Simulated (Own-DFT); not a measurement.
# Biaxial strain at fixed height in wurtzite AlGaN with randomly placed atoms, 96 atoms (Al12Ga36N48)

No measurement is shown. These are fixed-geometry runs of a retired plane-wave code named Own-DFT, which no person has reviewed; spin and spin-orbit coupling are neglected.

Settings: PBE; PseudoDojo norm-conserving scalar-relativistic files (stringent for Ga); cutoff 96 hartree; 3 x 4 x 3 k mesh centred on Gamma; Gaussian smearing of 0.01 eV.

Known weak points: k mesh not checked against a denser one; stress not checked against mesh or cutoff.

Unstrained cell vectors in Å: (12.679, 0.000, 0.000); (-4.755, 8.235, 0.000); (0.000, 0.000, 10.268). The unstrained cell has measured lattice constants (interpolated for alloys), not those of this functional. That, the random moves and any unrelaxed bonds set the pressure at no strain. Each run strains x and y alike by e, as a substrate would, and holds the height along z. Random moves of width 0.05 Å per axis were added to every atom. The random placing of the alloy's atoms differs from row to row. Stress is positive in tension.

| e (%) | u (Å) | (s_xx + s_yy)/2 (GPa) | s_zz (GPa) |
|---|---|---|---|
| -3.00 | 0.050 | -26.65 | -11.27 |
| -2.75 | 0.048 | -24.07 | -12.35 |
| -2.50 | 0.053 | -22.61 | -12.75 |
| -2.00 | 0.053 | -19.37 | -10.53 |
| -0.50 | 0.051 | ? | ? |
| -0.25 | 0.051 | -8.78 | -6.99 |
| 1.25 | 0.050 | -0.30 | -6.00 |
| 1.75 | 0.049 | 1.47 | -4.05 |
| 2.25 | 0.050 | 4.15 | -4.24 |
| 3.00 | 0.048 | 7.30 | -4.47 |

## Fit

With e as a fraction, the in-plane stress is -7.2 + 558 e - 2540 e² GPa (errors 5 and 360, scatter 0.31), and s_zz is -7.7 + 148 e GPa (slope ± 15, scatter 0.98). At e = 0 the first slope is C11 + C12 and the second 2 C13, both with the ions held to the strained lattice and at the cell's own pressure. The term in e² is negative: the layer stiffens under compression and softens under tension. A free layer would change its height as e changes, and the in-plane slope would drop by 2 C13²/C33 to the biaxial modulus. At fixed height, a misfit of 1 % moves the in-plane stress by about 5.6 GPa and s_zz by 1.5 GPa.

## Test on the hidden row

Q: what are the two stresses at e = -0.50 %?

The fit gives -10.0 and -8.4 GPa. The hidden result is -9.37 and -8.34 GPa.
